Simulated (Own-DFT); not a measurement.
# Same atoms, different arrangement: In48P48, 96 atoms

Source: density functional calculations with Own-DFT, an unreviewed in-house program that is no longer used. Nothing was measured or relaxed, and spin and spin-orbit coupling are left out.

Method: PBE; PseudoDojo norm-conserving scalar-relativistic files; cutoff 36 hartree; 2 x 3 x 3 k mesh centred on Gamma; Fermi-Dirac smearing of 0.1 eV.

Limits (not all hold for every row): not probed for a lower state with spin; forces on such cells failed a check on a denser k mesh; forces not confirmed at this smearing and k mesh; stress not checked against mesh or cutoff.

All cells hold the same atoms in the same cell, with vectors in Å (17.606, 0.000, 0.000); (0.000, 11.737, 0.000); (0.000, 0.000, 11.737). Every atom was moved at random from its ideal site; u is the rms move along one axis. The defect's site can differ from row to row. E is the free energy of the cell above the lowest run. The arrangements:

- A: zincblende InP
- B: zincblende InP, with one In on a P site and one P on an In site, 2.5 Å apart

```
arrangement,u (Å),E (eV),P (GPa)
A,0.0192,0.000,3.20
A,0.0203,0.028,3.20
A,0.0206,0.004,3.20
A,0.0466,2.781,3.57
A,0.0504,2.797,3.57
A,0.0507,3.031,3.59
B,0.0289,4.576,3.50
B,0.0301,4.785,3.55
B,0.0316,4.871,3.53
B,0.0473,6.799,3.80
B,0.0515,7.488,3.88
B,0.0554,7.876,3.96
```

The question: which arrangement lies lowest after the energy of the random moves is removed?

## Answer

Fit E = a + b u², with one b for all and one a for each arrangement, and with residuals divided by u², since the noise grows with the moves. Then b = 1451 eV/Å², the scatter at u = 0.04 Å is 0.14 eV, and against A:

- B: 4.00 ± 0.06 eV (higher)

Unrelaxed energies often overstate such gaps, and a small one could reverse once the atoms move.
